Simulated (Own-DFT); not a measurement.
Si$_{3}$N$_{4}$ (beta silicon nitride, strained, atoms displaced) (calculated)

Computed with Own-DFT development build. A calculation, not a measurement: plane-wave PBE density functional theory by an unreviewed code, no spin, of a simulated periodic cell, stress positive in tension, free energy of the whole cell less one offset for each atom, forces on such cells moved up to 12 meV/angstrom on a denser k mesh; offsets are fitted by least squares, one for each functional and potential file, so energies compare only between cells with the same atoms and settings and are not formation energies; the far tail of each file's local potential was reset to the Coulomb form; each entry is a single point on an unrelaxed cell, so the pressure reflects the starting lattice, mostly measured values (interpolated for alloys), from which strain is counted, and rises with the displacements; printed positions are rounded, which can move forces by about a meV/angstrom; the program, named Own-DFT, is a retired in-house code; no spin-orbit coupling; before rounding, a Quantum ESPRESSO 7.3.1 run of the same cell and cutoff gave forces within 1 meV/angstrom rms on each cell, which checks the program and not the settings.

Settings shared by all entries: functional PBE; potential files PseudoDojo norm-conserving, scalar-relativistic, standard set; wave cutoff 42 hartree; occupations Fermi-Dirac; smearing width 0.1 eV; k mesh 2 x 2 x 4 centred on Gamma.

(1) Si$_{3}$N$_{4}$ (beta silicon nitride, strained, atoms displaced)

```
Si3N4
1.0
     14.9759    -0.1129     0.2874
     -7.5857    13.1717    -0.3344
      0.1099    -0.0842     5.7803
Si N Si N Si N Si N Si N Si N Si N Si N
6 8 6 8 6 8 6 8 6 8 6 8 6 8 6 8
Direct
  0.08509 0.38195 0.12328
  0.11536 0.20604 0.10473
  0.30272 0.41176 0.11053
  0.42203 0.11574 0.35708
  0.38683 0.29804 0.37745
  0.20738 0.08560 0.36078
  0.15715 0.01153 0.12413
  0.48362 0.15013 0.12692
  0.34775 0.33489 0.13516
  0.33816 0.48445 0.36476
  0.01654 0.34906 0.36916
  0.15154 0.16483 0.38738
  0.17206 0.33561 0.14096
  0.33028 0.16722 0.36256
  0.07963 0.38786 0.62729
  0.11441 0.20062 0.63519
  0.29707 0.41608 0.62103
  0.41007 0.10846 0.89091
  0.38425 0.29830 0.87177
  0.19617 0.08527 0.88371
  0.16860 0.01507 0.63310
  0.48336 0.15693 0.61238
  0.35253 0.33601 0.62328
  0.32937 0.48084 0.87839
  0.00904 0.34448 0.88039
  0.14951 0.16557 0.86758
  0.16824 0.32680 0.63091
  0.33019 0.16302 0.86132
  0.08708 0.88250 0.13385
  0.11340 0.70269 0.11913
  0.29710 0.91133 0.13175
  0.41405 0.61073 0.37265
  0.38220 0.80241 0.36079
  0.20887 0.59306 0.37616
  0.17105 0.51401 0.12365
  0.48480 0.65158 0.11203
  0.34677 0.83636 0.13508
  0.33816 0.98863 0.37739
  0.01235 0.84668 0.35875
  0.15745 0.67185 0.37865
  0.16174 0.83163 0.12119
  0.33167 0.66216 0.37339
  0.08350 0.88256 0.63309
  0.11658 0.69694 0.61747
  0.29627 0.91718 0.62794
  0.40584 0.61045 0.88175
  0.38345 0.80211 0.88977
  0.20045 0.58661 0.86962
  0.16918 0.51764 0.63088
  0.48972 0.64994 0.61910
  0.35238 0.83239 0.63086
  0.32627 0.97832 0.87950
  0.01337 0.85097 0.87138
  0.14919 0.66654 0.85639
  0.16994 0.83084 0.63285
  0.33446 0.66750 0.88097
  0.58552 0.37915 0.11716
  0.61222 0.19846 0.13882
  0.79340 0.41721 0.12530
  0.91962 0.12093 0.39085
  0.89176 0.30163 0.36337
  0.69927 0.08978 0.36070
  0.67091 0.01701 0.12110
  0.98526 0.14708 0.11790
  0.84906 0.32888 0.12249
  0.82993 0.47848 0.36159
  0.51555 0.34917 0.38311
  0.65672 0.17034 0.35170
  0.66876 0.33569 0.13538
  0.83255 0.16168 0.38368
  0.58414 0.38653 0.62600
  0.61084 0.20036 0.61063
  0.79587 0.40922 0.61893
  0.91483 0.11452 0.87059
  0.88749 0.30100 0.86720
  0.70487 0.08699 0.88174
  0.66975 0.01124 0.60899
  0.99292 0.15583 0.61268
  0.84895 0.33432 0.63101
  0.83780 0.48165 0.87718
  0.51626 0.34872 0.86394
  0.64963 0.16569 0.87490
  0.66700 0.33482 0.61420
  0.83793 0.17350 0.86928
  0.58197 0.88560 0.14169
  0.61339 0.70546 0.12084
  0.79080 0.90935 0.11699
  0.90909 0.60713 0.36769
  0.88584 0.79757 0.39050
  0.70036 0.58610 0.36228
  0.67005 0.51841 0.13328
  0.98537 0.64618 0.11904
  0.84937 0.83543 0.11840
  0.83421 0.99053 0.39679
  0.51813 0.85548 0.37795
  0.65005 0.66593 0.37769
  0.66574 0.83622 0.11095
  0.84345 0.67537 0.37966
  0.58587 0.87601 0.63375
  0.61767 0.70276 0.62090
  0.79500 0.91724 0.62944
  0.91092 0.61598 0.87118
  0.88615 0.80179 0.88209
  0.69692 0.59039 0.88496
  0.66789 0.51915 0.62193
  0.98186 0.64970 0.63840
  0.85506 0.84193 0.62201
  0.83778 0.99483 0.89981
  0.51865 0.85280 0.88039
  0.65084 0.66659 0.86346
  0.66417 0.82963 0.62849
  0.82885 0.66801 0.85730
```

Results for Si$_{3}$N$_{4}$ (beta silicon nitride, strained, atoms displaced): free energy of cell above offsets -2.366 eV; pressure 16.04 GPa; stress xx -18.76 GPa; stress yy -12.06 GPa; stress zz -17.28 GPa; stress yz -4.46 GPa; stress xz 6.08 GPa; stress xy -5.03 GPa.

Force:
```tsv
element	x (eV/Å)	y (eV/Å)	z (eV/Å)
Si	3.069	1.073	-1.079
Si	1.068	-0.089	5.466
Si	-2.6	-0.05	2.67
Si	-7.136	-0.552	6.754
Si	-1.681	-1.565	-0.908
Si	-3.997	0.324	3.685
N	0.658	0.084	-0.757
N	2.622	1.283	-4.243
N	3.322	-1.313	-1.385
N	0.046	-0.562	1.235
N	0.879	0.97	1.67
N	0.634	-0.745	-3.337
N	-2.074	-0.315	-1.16
N	4.868	0.754	-0.348
Si	4.397	-1.294	0.12
Si	3.477	1.347	-2.876
Si	0.408	-2.544	-1.264
Si	-2.777	1.719	-4.233
Si	-0.797	-1.902	-0.098
Si	1.395	0.115	-1.373
N	-0.303	-1.394	-2.168
N	0.394	-1.597	1.986
N	-0.746	1.192	1.766
N	0.626	2.128	-1.276
N	4.275	2.825	-0.709
N	1.045	-0.764	0.57
N	-2.996	3.858	0.122
N	1.064	0.786	1.281
Si	-1.376	0.686	-3.561
Si	1.41	0.207	0.275
Si	-3.545	0.573	-0.238
Si	-0.458	2.109	0.257
Si	3.301	-3.32	5.03
Si	-1.87	-3.466	-0.661
N	-1.612	0.428	-0.402
N	-0.554	-0.772	1.648
N	0.048	0.094	-0.976
N	0.328	-1.136	-0.15
N	1.227	0.747	4.371
N	0.656	-1.266	-4.631
N	3.12	0.08	0.525
N	3.059	4.181	-0.091
Si	2.288	0.707	-2.987
Si	-4	3.072	1.974
Si	1.186	-2.69	-1.563
Si	1.43	1.608	-1.982
Si	2.614	-2.289	-4.054
Si	0.79	1.378	3.128
N	-0.813	-1.835	-3.085
N	-3.263	-1.582	0.896
N	-1.968	1.922	0.038
N	1.539	2.599	2.4
N	1.13	-0.058	2.335
N	1.796	-1.141	3.286
N	-2.514	-0.359	-0.836
N	-1.557	1.007	-0.004
Si	-0.073	1.673	1.234
Si	0.936	3.847	-5.615
Si	3.441	-3.774	-3.919
Si	-2.391	-2.095	-4.065
Si	-3.891	-4.049	0.854
Si	4.718	-1.718	3.258
N	-1.272	-1.746	-0.435
N	-0.213	0.778	0.962
N	-2.231	2.378	1.078
N	0.782	3.272	5.101
N	0.249	0.138	-2.778
N	-1.158	-0.366	4.049
N	-2.049	-3.16	-0.68
N	-0.648	3.406	-0.633
Si	3.567	1.73	-2.068
Si	2.346	2.06	2.713
Si	-0.033	0.817	0.801
Si	-1.21	4.207	0.132
Si	-3.771	-2.681	0.665
Si	0.588	0.729	-3.598
N	-1.481	0.545	1.477
N	-3.027	-1.453	3.982
N	1.075	0.359	-2.253
N	-0.682	1.367	-0.928
N	-1.111	-0.459	3.518
N	-1.061	-0.48	-1.164
N	-1.172	-1.46	0.415
N	0.53	-2.432	0.089
Si	3.684	1.788	-4.539
Si	1.937	0.404	0.293
Si	2.923	3.289	3.203
Si	-0.392	2.957	1.783
Si	-1.468	0.902	-3.687
Si	1.706	3.713	5.692
N	-0.846	-3.916	-4.862
N	-1.157	-0.853	0.612
N	-1.611	0.736	3.704
N	0.598	-1.521	-2.396
N	-3.059	-2.047	2.352
N	0.343	-0.082	-3.742
N	-1.984	-1.883	0.805
N	-1.43	-5.124	-0.771
Si	-0.977	3.473	-1.679
Si	0.089	0.23	1.439
Si	1.264	0.452	0.661
Si	-2.339	-0.858	2.01
Si	-0.677	-2.12	-3.165
Si	3.205	-1.155	-1.907
N	-0.719	-1.187	0.143
N	2.375	0.12	-4.81
N	-1.589	0.765	3.17
N	-0.555	-5.325	-2.505
N	-2.622	-0.867	1.968
N	-2.05	1.071	1.674
N	1.606	0.336	-0.118
N	1.459	0.01	1.431
```

(2) Si$_{3}$N$_{4}$ (beta silicon nitride, strained, atoms displaced)

```
Si3N4
1.0
     15.1098     0.0336     0.1649
     -7.5258    12.9600    -0.0133
      0.0631     0.0305     5.7052
Si N Si N Si N Si N Si N Si N Si N Si N
6 8 6 8 6 8 6 8 6 8 6 8 6 8 6 8
Direct
  0.07852 0.38150 0.11578
  0.11572 0.20463 0.14502
  0.28949 0.40817 0.12713
  0.41194 0.11339 0.38964
  0.38481 0.29962 0.36253
  0.20751 0.09065 0.37206
  0.17333 0.02004 0.11528
  0.48618 0.15116 0.12088
  0.35307 0.33992 0.12035
  0.33779 0.48531 0.36843
  0.01375 0.34754 0.36569
  0.14663 0.16996 0.40070
  0.16630 0.33645 0.12325
  0.32888 0.16386 0.38215
  0.08774 0.38709 0.61989
  0.11167 0.20257 0.62986
  0.29515 0.41083 0.63656
  0.41348 0.11550 0.87111
  0.38223 0.29806 0.86890
  0.20377 0.08787 0.86263
  0.16306 0.01252 0.61869
  0.48102 0.15176 0.62196
  0.34378 0.32599 0.63879
  0.33149 0.48614 0.86702
  0.00918 0.34514 0.85699
  0.14931 0.16474 0.86827
  0.17252 0.33828 0.62779
  0.33301 0.16856 0.89470
  0.08351 0.88210 0.13079
  0.11790 0.70311 0.10687
  0.29199 0.91083 0.13024
  0.41062 0.61881 0.38707
  0.38744 0.79983 0.37717
  0.20121 0.58575 0.38349
  0.16624 0.51935 0.12769
  0.48339 0.65301 0.12160
  0.35440 0.84077 0.11979
  0.33202 0.97927 0.38663
  0.00931 0.84660 0.37649
  0.14992 0.66385 0.37776
  0.16715 0.83532 0.12579
  0.33116 0.66235 0.37592
  0.08503 0.88255 0.63719
  0.11497 0.71237 0.62116
  0.29400 0.91006 0.61893
  0.41315 0.62040 0.88343
  0.38023 0.79698 0.87096
  0.20243 0.59477 0.87365
  0.17100 0.51851 0.62664
  0.48626 0.64976 0.61871
  0.35384 0.83588 0.61810
  0.33216 0.98106 0.87050
  0.01619 0.84845 0.86372
  0.14945 0.66728 0.89259
  0.15879 0.82713 0.62687
  0.33421 0.66646 0.88517
  0.58660 0.38524 0.11933
  0.60808 0.19696 0.12773
  0.80159 0.41803 0.12986
  0.91329 0.12453 0.37139
  0.88449 0.29935 0.37205
  0.70616 0.09204 0.37546
  0.67036 0.01543 0.13633
  0.99217 0.15362 0.10302
  0.85202 0.33919 0.13500
  0.83568 0.49060 0.37393
  0.51949 0.35061 0.37839
  0.64173 0.16523 0.37627
  0.67117 0.33485 0.12260
  0.82279 0.16251 0.37111
  0.58394 0.38299 0.62673
  0.62272 0.20535 0.62963
  0.80506 0.41740 0.61213
  0.91695 0.12084 0.86595
  0.88549 0.30414 0.88763
  0.70587 0.08487 0.88257
  0.67417 0.02149 0.62622
  0.98674 0.15301 0.61472
  0.85094 0.34126 0.62310
  0.83006 0.48095 0.88378
  0.51351 0.35067 0.88137
  0.64960 0.16309 0.86350
  0.66505 0.32631 0.61710
  0.83445 0.16695 0.87990
  0.58488 0.88699 0.15397
  0.61799 0.70363 0.12561
  0.79615 0.91257 0.13755
  0.90946 0.61433 0.37553
  0.88589 0.79773 0.38988
  0.70133 0.58656 0.38171
  0.66387 0.51603 0.12413
  0.98387 0.64999 0.12681
  0.84503 0.83598 0.12274
  0.82789 0.97800 0.37240
  0.51903 0.85238 0.39291
  0.65293 0.66398 0.36790
  0.66005 0.82899 0.12622
  0.83560 0.67321 0.36782
  0.58431 0.87993 0.63026
  0.61845 0.69799 0.62233
  0.80008 0.91568 0.63063
  0.91182 0.61978 0.87523
  0.87845 0.79350 0.87375
  0.69649 0.58582 0.88956
  0.66461 0.51340 0.62163
  0.98317 0.65342 0.61559
  0.85107 0.83439 0.62605
  0.83292 0.97979 0.87101
  0.51424 0.83782 0.88271
  0.64963 0.66444 0.87601
  0.66287 0.83130 0.61333
  0.83461 0.66934 0.85877
```

The calculation gives: free energy of cell above offsets -3.453 eV; pressure 20.49 GPa; stress xx -17.71 GPa; stress yy -17.7 GPa; stress zz -26.05 GPa; stress yz 1.23 GPa; stress xz 3.63 GPa; stress xy 0.99 GPa.

Force:
```tsv
element	x (eV/Å)	y (eV/Å)	z (eV/Å)
Si	3.457	2.69	-1.631
Si	2.361	0.504	-2.715
Si	2.154	4.307	-0.433
Si	-1.328	0.023	-3.074
Si	0.808	-0.593	2.587
Si	-3.426	-1.876	-0.381
N	-1.211	-2.562	1.775
N	-3.308	-2.014	0.756
N	-0.632	-0.393	0.475
N	-0.296	-1.006	1.561
N	-0.918	-0.618	2.188
N	4.197	-2.66	-5.803
N	-2.805	-2.241	0.148
N	3.252	2.753	-0.065
Si	2.251	0.096	-0.873
Si	0.587	3.103	3.76
Si	2.444	2.161	-2.649
Si	-1.797	-0.423	1.554
Si	2.108	-1.237	2.791
Si	0.055	0.908	0.441
N	0.298	0.355	-0.299
N	2.948	1.137	1.094
N	-1.577	1.959	-4.812
N	0.374	0.515	2.464
N	1.357	1.249	1.923
N	-0.452	0.144	2.279
N	-4.667	-2.782	-0.157
N	1.009	-0.901	-0.943
Si	0.25	1.467	-1.478
Si	-4.76	1.925	9.714
Si	1.636	1.464	-0.839
Si	2.762	-2.056	-2.244
Si	0.532	-2.066	-2.341
Si	0.332	1.483	-2.465
N	-0.987	-2.521	-1.041
N	1.569	0.135	1.88
N	-0.25	-0.214	1.713
N	-0.155	2.793	-3.383
N	3.188	1.907	0.85
N	-1.437	1.358	-0.168
N	-1.407	-1.689	0.081
N	-1.846	3.287	0.281
Si	0.59	1.424	-5.255
Si	1.962	-9.816	-0.783
Si	-0.004	-1.692	3.558
Si	1.708	-1.617	-1.544
Si	3.258	-0.151	0.73
Si	3.104	-2.368	1.022
N	-1.347	-1.769	1.869
N	0.384	0.091	1.626
N	-2.457	0.764	1.483
N	-0.075	0.832	0.407
N	-3.338	-1.523	5.903
N	2.137	-0.993	-9.294
N	1.153	8.563	0.117
N	-3.213	1.099	-0.723
Si	2.426	-0.837	0.86
Si	2.732	3.414	-1.632
Si	-2.452	-2.369	0.294
Si	0.539	-3.031	-1.541
Si	-0.224	-1.324	1.927
Si	-6.215	-3.808	0.879
N	-0.816	-0.119	-0.497
N	-3.398	-1.089	2.746
N	0.117	0.356	-0.268
N	-0.09	-1.891	-0.281
N	-2.981	-1.077	-1.059
N	3.725	-2.422	-1.166
N	-1.316	-0.566	0.031
N	6.712	6.548	0.03
Si	2.793	-0.778	0.289
Si	-3.2	-1.769	-0.716
Si	-5.303	-0.69	3.345
Si	-1.008	-2.686	0.741
Si	-1.249	-2.883	-2.925
Si	-0.968	0.486	-1.058
N	-0.759	-3.153	0.278
N	-2.232	-0.399	-0.663
N	3.738	-2.302	0.578
N	0.752	3.54	-3.458
N	-0.361	-0.1	-0.778
N	1.319	-1.154	3.77
N	-0.733	5.983	0.308
N	-0.059	2.111	0.164
Si	2.893	-1.411	-5.886
Si	-2.747	-0.286	0.187
Si	-2.528	-1.983	-3.718
Si	-0.098	4.115	-0.444
Si	-2.547	0.551	-3.739
Si	2.039	0.64	-1.532
N	0.286	-1.005	2.338
N	0.771	0.424	-1.339
N	3.102	-1.78	1.096
N	0.833	6.09	2.192
N	-4.371	-1.551	-0.127
N	-0.825	0.224	0.431
N	1.092	2.726	0.265
N	-0.121	-4.266	0.013
Si	2.362	2.235	3.009
Si	-2.982	2.219	-0.448
Si	-1.969	-3.382	-1.635
Si	0.924	-1.382	0.161
Si	0.707	2.515	1.306
Si	2.855	0.804	-4.057
N	-0.073	0.252	2.304
N	0.75	-0.359	1.496
N	-1.849	1.154	1.242
N	0.204	4.326	2.516
N	-2.047	1.472	1.349
N	0.036	-0.018	-0.336
N	3.04	-0.251	0.685
N	-1.76	-2.781	0.834
```

(3) Si$_{3}$N$_{4}$ (beta silicon nitride, strained, atoms displaced)

```
Si3N4
1.0
     15.0109     0.2315     0.2023
     -7.3049    13.2777     0.0903
      0.0774     0.0846     5.8111
Si N Si N Si N Si N Si N Si N Si N Si N
6 8 6 8 6 8 6 8 6 8 6 8 6 8 6 8
Direct
  0.08900 0.38287 0.12551
  0.12115 0.19951 0.12128
  0.30290 0.41958 0.12399
  0.41094 0.11446 0.37716
  0.38748 0.30279 0.36328
  0.20081 0.08920 0.37498
  0.16206 0.01423 0.13748
  0.48376 0.14751 0.13005
  0.34943 0.33721 0.11455
  0.33240 0.48285 0.36799
  0.01192 0.34398 0.39058
  0.15754 0.16739 0.36431
  0.15970 0.33390 0.12783
  0.33433 0.16484 0.37593
  0.09061 0.39100 0.62523
  0.11606 0.20612 0.62962
  0.29621 0.41377 0.62434
  0.41069 0.10928 0.87637
  0.38621 0.29683 0.87141
  0.20339 0.08723 0.88091
  0.16575 0.01826 0.61028
  0.48265 0.14761 0.62111
  0.35003 0.33168 0.62361
  0.33537 0.48096 0.87235
  0.01883 0.35008 0.88601
  0.15144 0.17166 0.87152
  0.16747 0.33089 0.63231
  0.33312 0.16108 0.88509
  0.08648 0.88245 0.12341
  0.11300 0.70223 0.12740
  0.29063 0.90824 0.11311
  0.40903 0.61153 0.38060
  0.38584 0.79519 0.37056
  0.20112 0.58313 0.35394
  0.16362 0.51338 0.12862
  0.48172 0.65272 0.12712
  0.35343 0.83410 0.11877
  0.33414 0.97860 0.37649
  0.02355 0.84413 0.37029
  0.15298 0.66659 0.38469
  0.16093 0.83000 0.13786
  0.33789 0.67204 0.37259
  0.08435 0.88009 0.62846
  0.11585 0.69819 0.63216
  0.29414 0.90730 0.62519
  0.41859 0.61161 0.86620
  0.38104 0.79710 0.88948
  0.20872 0.58865 0.87097
  0.17361 0.51554 0.62877
  0.48150 0.64940 0.60616
  0.35496 0.83879 0.63084
  0.32932 0.98298 0.86996
  0.01360 0.84844 0.87063
  0.15190 0.66472 0.87282
  0.16980 0.83399 0.62605
  0.33638 0.66716 0.87292
  0.59407 0.38810 0.13229
  0.61587 0.20003 0.12499
  0.79134 0.40890 0.12990
  0.91487 0.11487 0.38833
  0.88498 0.29585 0.38272
  0.69970 0.08847 0.37276
  0.66629 0.01263 0.11706
  0.98226 0.15247 0.11647
  0.84172 0.33000 0.13019
  0.83330 0.48572 0.37691
  0.51923 0.34975 0.38954
  0.65071 0.16696 0.36136
  0.66108 0.32785 0.10999
  0.83204 0.16506 0.37252
  0.59388 0.39028 0.62056
  0.62053 0.20246 0.62511
  0.79763 0.41444 0.63627
  0.92333 0.11750 0.87510
  0.88992 0.30046 0.85695
  0.70434 0.08937 0.86416
  0.67016 0.01898 0.63840
  0.98093 0.15111 0.63343
  0.84603 0.33117 0.63975
  0.83384 0.48561 0.87559
  0.51375 0.34960 0.87218
  0.64954 0.16232 0.86921
  0.67458 0.34084 0.64233
  0.83316 0.16536 0.89641
  0.58429 0.88611 0.11271
  0.61580 0.70105 0.12726
  0.79599 0.91263 0.12725
  0.91751 0.61519 0.36622
  0.87884 0.79119 0.38491
  0.69498 0.58427 0.37593
  0.67034 0.51851 0.12217
  0.98252 0.64567 0.11448
  0.84824 0.82878 0.13026
  0.83341 0.98793 0.37206
  0.51347 0.84945 0.37465
  0.65544 0.66855 0.37135
  0.65888 0.83436 0.13678
  0.83769 0.67039 0.38058
  0.58850 0.89219 0.62160
  0.61776 0.70270 0.63031
  0.79746 0.91661 0.62210
  0.91093 0.61764 0.86747
  0.88175 0.80005 0.88047
  0.69804 0.58380 0.87079
  0.66764 0.51475 0.62184
  0.97883 0.65370 0.62970
  0.84758 0.83524 0.62247
  0.83721 0.99020 0.87896
  0.51738 0.85019 0.85816
  0.64972 0.66642 0.87864
  0.66314 0.83477 0.62907
  0.83094 0.66563 0.88389
```

It finds free energy of cell above offsets -8.092 eV; pressure 7.34 GPa; stress xx -10.98 GPa; stress yy -0.54 GPa; stress zz -10.51 GPa; stress yz 3.95 GPa; stress xz 3.26 GPa; stress xy 7.1 GPa.

Force:
```tsv
element	x (eV/Å)	y (eV/Å)	z (eV/Å)
Si	-4.732	1.077	1.191
Si	-4.663	2.863	1.3
Si	-2.64	-3.456	0.035
Si	1.122	-2.273	0.298
Si	1.073	-2.764	1.439
Si	4.681	-1.55	-0.768
N	-0.311	-0.315	-2.111
N	0.893	-0.153	-1.732
N	0.87	-0.428	1.172
N	0.26	1.277	1.388
N	1.171	1.912	-0.597
N	-4.24	2.733	1.835
N	7.863	-1.836	0.218
N	-2.522	2.147	-0.288
Si	0.236	-2.119	0.646
Si	-0.012	-0.599	-2.199
Si	0.395	-2.146	0.187
Si	1.176	0.639	0.496
Si	0.448	-1.843	-0.371
Si	0.578	-0.928	-1.579
N	-0.645	-2.141	4.22
N	2.016	0.628	0.471
N	-1.102	1.069	-0.689
N	0.16	2.511	-1.4
N	-1.079	0.675	-1.664
N	2.604	-2.033	-1.018
N	-0.784	2.096	-0.577
N	-2.022	2.17	-0.164
Si	-1.351	1.928	-1.031
Si	0.417	-0.187	0.044
Si	0.706	1.15	2.745
Si	-0.609	0.908	-2.298
Si	-0.797	1.952	1.966
Si	1.567	2.878	4.039
N	-0.014	-0.701	-2.162
N	2.086	-0.953	-1.247
N	-3.167	1.392	3.797
N	-0.321	1.121	-1.747
N	-4.65	-1.234	2.516
N	-0.476	-0.802	-2.331
N	3.072	-0.647	-1.278
N	-1.769	-3.899	-0.237
Si	1.405	2.139	-2.496
Si	-2.489	2.411	-0.587
Si	0.284	1.978	-0.385
Si	-2.378	0.964	1.505
Si	3.865	-1.362	-5.899
Si	0.326	0.051	0.115
N	-0.515	0.461	-1.357
N	3.303	0.241	2.248
N	0.696	-1.618	-0.221
N	0.156	-0.747	0.01
N	-0.842	0.076	1.927
N	0.158	-0.297	1.64
N	-1.235	-2.584	0.686
N	0.222	-0.816	0.234
Si	-3.11	-1.085	-1.47
Si	-2.304	0.348	-2.441
Si	0.43	1.147	-0.105
Si	-1.892	0.3	-2.919
Si	-1.805	-1.22	-1.442
Si	3.359	-1.487	-1.122
N	-0.901	1.33	1.111
N	3.936	0.709	3.476
N	2.232	-0.197	-0.124
N	0.309	-0.401	-0.168
N	-0.731	0.723	-2.163
N	0.112	0.161	2.798
N	1.962	0.908	0.968
N	-0.382	0.459	0.96
Si	-1.09	-2.646	2.018
Si	-2.973	1.317	-0.627
Si	1.073	1.436	-0.808
Si	-6.219	-2.023	3.466
Si	0.434	-3.177	6.269
Si	3.015	0.303	3.42
N	-0.765	-1.26	-3.942
N	4.537	1.754	-4.262
N	-0.777	0.953	-3.558
N	0.074	0.409	0.777
N	1.7	1.694	1.103
N	-1.317	1.055	0.528
N	-1.351	-3.444	-1.262
N	0.736	1.38	-1.667
Si	-1.385	0.497	0.388
Si	-2.842	2.716	0.567
Si	-1.448	0.154	-0.094
Si	-2.592	-0.511	1.89
Si	2.633	1.61	-1.061
Si	4.94	1.258	-1.043
N	-0.892	-1.889	1.245
N	1.527	0.629	-0.472
N	-2.257	1.904	1.168
N	0.804	-0.756	0.12
N	0.647	1.347	-0.228
N	-1.819	0.535	0.97
N	5.048	-1.768	-0.475
N	-1.2	-3.696	-0.145
Si	0.026	-0.87	-1.783
Si	-2.211	2.343	-1.687
Si	-1.568	-0.136	1.449
Si	-0.712	-2.167	2.356
Si	1.731	-2.236	-1.511
Si	2.743	1.855	-0.284
N	-0.907	1.123	0.79
N	4.219	0.707	-3.025
N	0.128	0.086	1.317
N	0.712	-2.156	-0.955
N	-2.441	-0.744	3.261
N	0.16	-0.828	-0.918
N	2.455	-0.437	-0.184
N	-2.235	0.963	-0.405
```
